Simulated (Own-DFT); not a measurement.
# Response to strain: wurtzite GaN, 72 atoms (Ga36N36)

All numbers below are calculated, not measured. The program, named Own-DFT, is a retired in-house plane-wave density functional code that no person has reviewed. Each row is one single-point run on a periodic cell that was not relaxed, without spin or spin-orbit coupling.

Settings of every run: PBE; PseudoDojo norm-conserving scalar-relativistic files (stringent for Ga); cutoff 96 hartree; 4 x 4 x 3 k mesh centred on Gamma; Gaussian smearing of 0.01 eV.

Known limits: forces not confirmed at this smearing and k mesh; stress not checked against mesh or cutoff.

Unstrained cell vectors in Å: (9.567, 0.000, 0.000); (-4.784, 8.285, 0.000); (0.000, 0.000, 10.370). The unstrained cell has measured lattice constants (interpolated for alloys), not those of this functional. That, the random moves and any unrelaxed bonds set the pressure at no strain. Each run strains this cell uniformly, with the atoms carried along. Every atom was also moved at random, by a Gaussian of width 0.05 Å on each axis. Strain is the symmetric tensor, in per cent. Stress is positive in tension, and the pressure is minus a third of its trace.

```
run  e_xx (%)  e_yy (%)  e_zz (%)  s_xx (GPa)  s_yy (GPa)  s_zz (GPa)  P (GPa)  E (meV/atom)
  1     -3.00     -3.00      0.00      -25.03      -24.93      -12.48    20.81          69.5
  2     -1.25     -1.25      0.00      -11.22      -15.72       -8.77    11.90          17.3
  3     -2.50     -2.50      0.00      -22.18      -22.60      -11.98    18.92          72.3
  4     -2.25     -2.25      0.00      -20.95      -17.19      -13.11    17.08          57.7
  5      2.50      2.50      0.00        4.20        4.96       -4.07    -1.70           9.1
  6      3.00      3.00      0.00        7.06        5.92       -2.90    -3.36           5.2
  7      2.25      2.25      0.00        3.96        4.77       -5.52    -1.07           0.0
  8      1.25      1.25      0.00       -0.82       -0.55       -6.23     2.53           9.2
  9     -0.75     -0.75      0.00           ?           ?           ?        ?             ?
```

E is the free energy for each atom above the lowest run shown.

## Worked fit

The change of volume is close to e_xx + e_yy + e_zz. A straight line through the runs shown gives P = 8.25 - 202 x (fractional change of volume) GPa, with an error of 6 on the slope and a scatter of 0.79 GPa. The strain isn't the same on all axes and the cell isn't cubic, so the slope belongs to this path and is not the bulk modulus.

## Withheld run

Question: what pressure should run 9 give? Its volume changes by -1.49 %.

The line gives 11.3 GPa. The calculation gave 9.92 GPa.
